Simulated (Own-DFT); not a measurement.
# Point defects and the pressure they add: zincblende GaAs

Source: density functional calculations with Own-DFT, an unreviewed in-house program that is no longer used. Nothing was measured or relaxed, and spin and spin-orbit coupling are left out.

All runs used: PBE; PseudoDojo norm-conserving scalar-relativistic files; cutoff 42 hartree; 3 x 3 x 3 k mesh centred on Gamma; Fermi-Dirac smearing of 0.1 eV.

Limits (not all hold for every row): not probed for a lower state with spin; forces not confirmed at this smearing and k mesh; stress not checked against mesh or cutoff.

All runs share one cell, with vectors in Å (11.737, 0.000, 0.000); (0.000, 11.737, 0.000); (0.000, 0.000, 10.833) and a volume of 1492.4 Å³, strained against the parent crystal. u is the rms random offset of the atoms per axis. The defect's site can differ from row to row.

| cell | formula | u (Å) | P (GPa) |
|---|---|---|---|
| no defect | As32Ga32 | 0.0247 | 1.19 |
| no defect | As32Ga32 | 0.0309 | 1.29 |
| no defect | As32Ga32 | 0.0516 | 1.66 |
| one Al on a Ga site | AlAs32Ga31 | 0.0303 | 1.23 |
| one Al on a Ga site | AlAs32Ga31 | 0.0493 | 1.53 |
| one Al on a Ga site | AlAs32Ga31 | 0.0501 | 1.53 |
| one P on an As site | As31Ga32P | 0.0272 | 0.97 |
| one P on an As site | As31Ga32P | 0.0315 | 1.04 |
| one P on an As site | As31Ga32P | 0.0325 | 1.02 |
| one In on a Ga site | As32Ga31In | 0.0459 | 2.09 |
| one In on a Ga site | As32Ga31In | 0.0481 | 2.17 |
| one In on a Ga site | As32Ga31In | 0.0537 | 2.20 |
| one As vacancy and one Ga vacancy | As31Ga31 | 0.0289 | 0.94 |
| one As vacancy and one Ga vacancy | As31Ga31 | 0.0324 | ? |
| one As vacancy and one Ga vacancy | As31Ga31 | 0.0477 | 1.19 |
| one As vacancy and one Ga vacancy | As31Ga31 | 0.0518 | 1.22 |

## Working it out

P = P0 + c u² + a shift for each defect gives P0 = 1.11 GPa, c = 191 ± 13 GPa/Å² and a scatter of 0.03 GPa. The shifts, and each times the cell's volume:

- one In on a Ga site: 0.58 ± 0.03 GPa, 5.4 eV
- one Al on a Ga site: -0.05 ± 0.03 GPa, -0.5 eV (not resolved)
- one P on an As site: -0.28 ± 0.03 GPa, -2.6 eV
- one As vacancy and one Ga vacancy: -0.37 ± 0.03 GPa, -3.4 eV

Against the defect-free cell, a freed cell would be larger where the shift is positive and smaller where it is negative (160.2 GPa Å³ is 1 eV). The atoms around the defects weren't relaxed, which would change these numbers.

## The run left out

The question: what pressure belongs in the blank (one As vacancy and one Ga vacancy, u = 0.0324 Å)?

The fitted form gives 0.95 ± 0.04 GPa. The calculation gave 1.05 GPa.
